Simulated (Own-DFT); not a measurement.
Simulation results for Hf36O71 (tetragonal hafnia with one neutral oxygen vacancy, atoms displaced)

All values are calculated (Own-DFT development build). A calculation, not a measurement: plane-wave PBE and HSE06 DFT by an unreviewed code, no spin, of a simulated cell at Gamma alone, so results move with cell size and shape, stress positive in tension, energies less offsets, not probed for a lower state with spin; hafnium file: forces about 75 meV/angstrom off all-electron values; oxygen file: force components 24 meV/angstrom off all-electron in a glass; k mesh not checked against a denser one; forces and stress are PBE's, HSE06 gives the energy alone, and its difference from PBE has offsets of its own; offsets are fitted by least squares, one for each functional and potential file, so energies compare only between cells with the same atoms and settings and are not formation energies; the far tail of each file's local potential was reset to the Coulomb form; each entry is a single point on an unrelaxed cell, so the pressure reflects the starting lattice, taken from the Materials Project, from which strain is counted, and rises with the displacements; printed positions are rounded, which can move forces by about a meV/angstrom; the program is a retired in-house code; no spin-orbit coupling.

```cif
# cell vector a (Å): 10.7800 0.0000 0.0000
# cell vector b (Å): 0.0000 10.7800 0.0000
# cell vector c (Å): 0.0000 0.0000 10.4493
data_Hf36O71
_symmetry_space_group_name_H-M 'P 1'
_symmetry_Int_Tables_number 1
_cell_length_a 10.7800
_cell_length_b 10.7800
_cell_length_c 10.4493
_cell_angle_alpha 90.000
_cell_angle_beta 90.000
_cell_angle_gamma 90.000
_cell_volume 1214.30
loop_
_atom_site_label
_atom_site_type_symbol
_atom_site_fract_x
_atom_site_fract_y
_atom_site_fract_z
_atom_site_occupancy
Hf1 Hf 0.99807 0.00437 0.00268 1
Hf2 Hf 0.16132 0.16195 0.25861 1
O1 O 0.00549 0.17368 0.14988 1
O2 O 0.16600 0.99454 0.34328 1
O3 O 0.99919 0.16690 0.40061 1
O4 O 0.16843 0.01125 0.09900 1
Hf3 Hf 0.99212 0.99856 0.50939 1
Hf4 Hf 0.15995 0.15382 0.75141 1
O5 O 0.99604 0.17092 0.65873 1
O6 O 0.17287 0.97994 0.85662 1
O7 O 0.00012 0.16484 0.89463 1
O8 O 0.16137 0.00308 0.59022 1
Hf5 Hf 0.00457 0.33182 0.00071 1
Hf6 Hf 0.15614 0.48593 0.25199 1
O9 O 0.99596 0.51338 0.15159 1
O10 O 0.99160 0.49687 0.40649 1
O11 O 0.16433 0.33775 0.09539 1
Hf7 Hf 0.01151 0.33488 0.49773 1
Hf8 Hf 0.15881 0.50009 0.74843 1
O12 O 0.01698 0.50167 0.66397 1
O13 O 0.17222 0.32648 0.84937 1
O14 O 0.01098 0.49619 0.90220 1
O15 O 0.16398 0.34224 0.60440 1
Hf9 Hf 0.99533 0.67555 0.00201 1
Hf10 Hf 0.18253 0.85199 0.25358 1
O16 O 0.99947 0.84008 0.13016 1
O17 O 0.17175 0.66833 0.36132 1
O18 O 0.99754 0.84073 0.39252 1
O19 O 0.17483 0.67905 0.09642 1
Hf11 Hf 0.99878 0.66328 0.49560 1
Hf12 Hf 0.16484 0.82641 0.73530 1
O20 O 0.00056 0.82882 0.66422 1
O21 O 0.16795 0.68086 0.84336 1
O22 O 0.99886 0.82590 0.91040 1
O23 O 0.16520 0.66391 0.59413 1
Hf13 Hf 0.33847 0.00280 0.99363 1
Hf14 Hf 0.50133 0.17269 0.24891 1
O24 O 0.33420 0.17761 0.15455 1
O25 O 0.49583 0.99002 0.35533 1
O26 O 0.34366 0.16316 0.39846 1
O27 O 0.51372 0.99544 0.08851 1
Hf15 Hf 0.31875 0.98641 0.50479 1
Hf16 Hf 0.50842 0.16955 0.75308 1
O28 O 0.34274 0.17650 0.64235 1
O29 O 0.50147 0.00320 0.82953 1
O30 O 0.32839 0.16097 0.89994 1
O31 O 0.49698 0.99548 0.60271 1
Hf17 Hf 0.32983 0.31886 0.00372 1
Hf18 Hf 0.49769 0.49862 0.25109 1
O32 O 0.33674 0.49196 0.15364 1
O33 O 0.49472 0.33482 0.35486 1
O34 O 0.33491 0.49384 0.38458 1
O35 O 0.50146 0.34158 0.09846 1
Hf19 Hf 0.32785 0.33463 0.49602 1
Hf20 Hf 0.49563 0.50434 0.74976 1
O36 O 0.33355 0.50262 0.66264 1
O37 O 0.52381 0.33788 0.84628 1
O38 O 0.34080 0.50365 0.90742 1
O39 O 0.49873 0.33757 0.58586 1
Hf21 Hf 0.33729 0.65410 0.01604 1
Hf22 Hf 0.49510 0.84375 0.24705 1
O40 O 0.32761 0.84860 0.14513 1
O41 O 0.51174 0.66263 0.34272 1
O42 O 0.34585 0.82925 0.40093 1
O43 O 0.49668 0.66218 0.09921 1
Hf23 Hf 0.33675 0.66472 0.50616 1
Hf24 Hf 0.51053 0.82142 0.75874 1
O44 O 0.33023 0.83244 0.66593 1
O45 O 0.49402 0.67214 0.85650 1
O46 O 0.33176 0.83554 0.90107 1
O47 O 0.51118 0.67931 0.60809 1
Hf25 Hf 0.66759 0.99899 0.99785 1
Hf26 Hf 0.82078 0.16787 0.24074 1
O48 O 0.67067 0.16162 0.15000 1
O49 O 0.82126 0.00647 0.33833 1
O50 O 0.67781 0.17910 0.39450 1
O51 O 0.83597 0.00595 0.09180 1
Hf27 Hf 0.65895 0.00281 0.49113 1
Hf28 Hf 0.83713 0.17028 0.75301 1
O52 O 0.65942 0.16107 0.65539 1
O53 O 0.82632 0.99941 0.85040 1
O54 O 0.66988 0.16225 0.91242 1
O55 O 0.83071 0.99456 0.60063 1
Hf29 Hf 0.67570 0.31882 0.98459 1
Hf30 Hf 0.84302 0.49558 0.25430 1
O56 O 0.66292 0.50647 0.15461 1
O57 O 0.82269 0.34276 0.33855 1
O58 O 0.67295 0.49678 0.40331 1
O59 O 0.83388 0.33177 0.09827 1
Hf31 Hf 0.65890 0.32610 0.50269 1
Hf32 Hf 0.82835 0.51147 0.74568 1
O60 O 0.66445 0.50549 0.64330 1
O61 O 0.82712 0.33114 0.84350 1
O62 O 0.67072 0.50043 0.90810 1
O63 O 0.83246 0.32796 0.60625 1
Hf33 Hf 0.67431 0.66322 0.99842 1
Hf34 Hf 0.83536 0.83945 0.25911 1
O64 O 0.67700 0.82615 0.15452 1
O65 O 0.82007 0.67406 0.34192 1
O66 O 0.67563 0.83406 0.38727 1
O67 O 0.82625 0.66740 0.08784 1
Hf35 Hf 0.65260 0.66809 0.49135 1
Hf36 Hf 0.82557 0.82903 0.75892 1
O68 O 0.68258 0.84255 0.63532 1
O69 O 0.84035 0.67658 0.84854 1
O70 O 0.68100 0.82567 0.90723 1
O71 O 0.83465 0.66364 0.60622 1
_calc_first_functional 'PBE'
_calc_second_functional 'HSE06'
_calc_exact_exchange_share 0.25
_calc_screening 0.11  # 1/bohr
_calc_exchange_divergence 'Gygi-Baldereschi'
_calc_potential_files 'PseudoDojo norm-conserving, scalar-relativistic, made for PBE, standard set'
_calc_wave_cutoff 48  # hartree
_calc_occupations 'fixed'
_calc_k_mesh '1 x 1 x 1 centred on Gamma'
_calc_PBE_energy_of_cell_above_offsets '-87.424'  # eV
_calc_HSE06_less_PBE_above_offsets '0.673'  # eV
_calc_PBE_pressure 4.84  # GPa
_calc_PBE_stress_xx -4.97  # GPa
_calc_PBE_stress_yy -4.75  # GPa
_calc_PBE_stress_zz -4.79  # GPa
_calc_PBE_stress_yz -0.62  # GPa
_calc_PBE_stress_xz -0.02  # GPa
_calc_PBE_stress_xy 0.39  # GPa
```

Force:
```tsv
element	x (eV/Å)	y (eV/Å)	z (eV/Å)
Hf	0.953	-2.777	-0.339
Hf	0.011	0.83	-1.514
O	-0.574	-0.209	0.401
O	0.511	4.004	3.343
O	1.049	-0.11	0.643
O	0.345	0.498	0.587
Hf	-2.081	-0.25	-1.063
Hf	1.868	0.752	1.23
O	1.506	-0.705	-1.38
O	-1.057	3.101	-1.638
O	0.161	0.511	0.256
O	-0.749	0.352	1.505
Hf	-0.978	0.274	-1.053
Hf	2.416	2.296	-0.765
O	1.836	-0.969	0.405
O	0.849	0.35	-0.548
O	0.251	0.406	1.63
Hf	-2.366	-1.502	1.143
Hf	4.882	0.742	5.136
O	-7.23	0.27	-3.944
O	-0.113	-0.418	-0.288
O	-0.542	0.131	0.462
O	0.682	-0.744	-1.478
Hf	1.707	-0.723	0.641
Hf	-3.073	-6.971	-3.866
O	0.305	0.095	3.373
O	-0.444	-0.317	-1.217
O	-0.131	-0.399	1.631
O	-1.475	-0.883	0.952
Hf	-0.234	2.017	0.414
Hf	0.159	-0.509	4.689
O	-1.891	0.695	-2.591
O	-0.269	-2.824	-0.173
O	-0.731	3.359	-2.034
O	0.686	0.223	-0.142
Hf	-1.181	-3.642	-0.388
Hf	-0.729	1.148	0.599
O	0.095	-0.428	-0.023
O	0.865	2.728	-0.799
O	-1.63	-0.214	0.276
O	-2.999	0.196	1.631
Hf	5.198	2.266	0.294
Hf	-2.558	-0.158	-1.476
O	-1.811	-0.578	1.306
O	0.636	-0.977	2.563
O	0.562	0.93	-0.507
O	-0.415	-0.211	-2.199
Hf	0.828	2.88	-0.087
Hf	2.003	-0.402	-1.541
O	-2.396	0.186	-0.054
O	0.57	-1.304	-1.093
O	-1.117	0.783	2.794
O	0.45	-1.988	-0.485
Hf	1.597	-1.395	0.393
Hf	1.117	-0.321	1.624
O	0.229	0.53	-2.202
O	-1.079	-0.729	-0.626
O	0.069	-2.185	-0.407
O	-1.048	0.517	1.733
Hf	-1.12	1.311	-2.564
Hf	2.523	-2.642	-1.448
O	2.526	0.462	0.968
O	-0.88	1.566	1.571
O	-1.023	-0.417	0.203
O	1.11	0.949	0.965
Hf	-1.365	-0.795	-0.919
Hf	-1.19	2.87	-1.202
O	2.054	-0.09	-3.352
O	0.904	-1.808	-0.539
O	2.017	0.145	1.229
O	-2.688	-0.334	0.03
Hf	2.825	-2.066	-0.123
Hf	3.168	1.297	1.254
O	-2.921	0.216	-0.975
O	0.49	0.46	1.335
O	-1.291	-2.461	-0.095
O	-0.768	0.759	0.737
Hf	0.111	-1.526	1.36
Hf	-1.03	-0.881	-0.715
O	1.91	0.414	-0.982
O	0.52	0.498	-0.471
O	-0.441	-1.856	-2.651
O	0.907	1.459	-1.089
Hf	-0.886	5.48	3.189
Hf	-4.628	2.457	-1.421
O	1.19	-0.183	0.579
O	1.159	-3.018	1.106
O	-0.819	0.115	0.905
O	0.697	-0.065	-0.779
Hf	2.173	3.065	-0.3
Hf	-0.209	-0.727	-0.082
O	-0.211	-0.05	1.549
O	0.071	0.792	0.823
O	0.858	0.031	-1.828
O	0.401	0.47	-1.301
Hf	-2.253	-1.253	2.495
Hf	0.111	-0.912	-2.467
O	-1.988	1.081	-0.483
O	1.884	-1.763	0.944
O	-1.425	1.061	1.947
O	2.645	-0.311	1.118
Hf	3.585	-0.577	-1.484
Hf	1.376	2.566	-1.764
O	-2.214	-0.963	1.251
O	-0.274	-3.951	0.511
O	-1.609	1.658	-1.728
O	0.528	-0.757	-1.054
```
